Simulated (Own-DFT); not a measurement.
# Oxygen vacancies under two functionals: monoclinic HfO2, Hf32O62

Calculated, not measured. Each geometry was run twice at fixed positions with Own-DFT, a retired in-house plane-wave program that no person has reviewed: with PBE, and with HSE06 (exact exchange share 0.25 at short range, screening 0.11 per bohr, Gygi-Baldereschi treatment of its divergence). Both used PseudoDojo norm-conserving files made for PBE, a cutoff of 48 hartree, the Gamma point alone, fixed occupations, a neutral cell and no spin. With Gamma alone and a thickness of 10.1 Å, finite-size errors remain in every number. The hafnium file keeps the 4f electrons in the core, and its forces lie about 75 meV/Å off all-electron values. The oxygen file's force components were 24 meV/Å off all-electron values in a glass.

Cell vectors in Å: (10.234, 0.000, 0.000); (0.000, 10.350, 0.000); (-1.696, 0.000, 10.445). Atoms were moved at random from their ideal sites, and each line below averages several runs of one case and one width of the moves; u² is the mean square move along one axis. E is the PBE energy of the cell and D the HSE06 energy less the PBE one, each over its lowest single run, with the standard error of the mean. Within a case the pair of sites differs from run to run.

- A: two O taken from sites with four and four neighbours, under 3.2 Å apart
- B: two O taken from sites with three and three neighbours, under 3.2 Å apart

```
case  runs   u² (Å²)  E (eV)  error of E  D (eV)  error of D
   A     8  0.000863   0.330       0.080   0.110       0.013
   A     8  0.002676   4.437       0.210   0.310       0.026
   A     8  0.006548  14.145       0.694   0.839       0.041
   B     8  0.000871   0.818       0.095   0.079       0.015
   B     8  0.002575   4.856       0.306   0.292       0.022
   B     8  0.005987  13.540       0.719   0.690       0.049
```

Question: how do the cases differ under PBE, and what does HSE06 change?

## Worked answer

Fit E and D each to a + b u², with one a for each case and lines weighted by their errors. Against A, in eV:

```
case          PBE  change by HSE06        HSE06
   B  0.50 ± 0.12   -0.031 ± 0.017  0.47 ± 0.12
```

Under PBE, B lies above A by more than three errors. D is known much better than E, because both runs of a geometry share the same random moves. HSE06 moves no case clearly against A. The slope b is 2384 ± 70 eV/Å² for E and 124 ± 6 for D, so at this fixed cell HSE06 makes random moves about 5 % costlier. The vacancies are unrelaxed, and relaxation differs between sites.
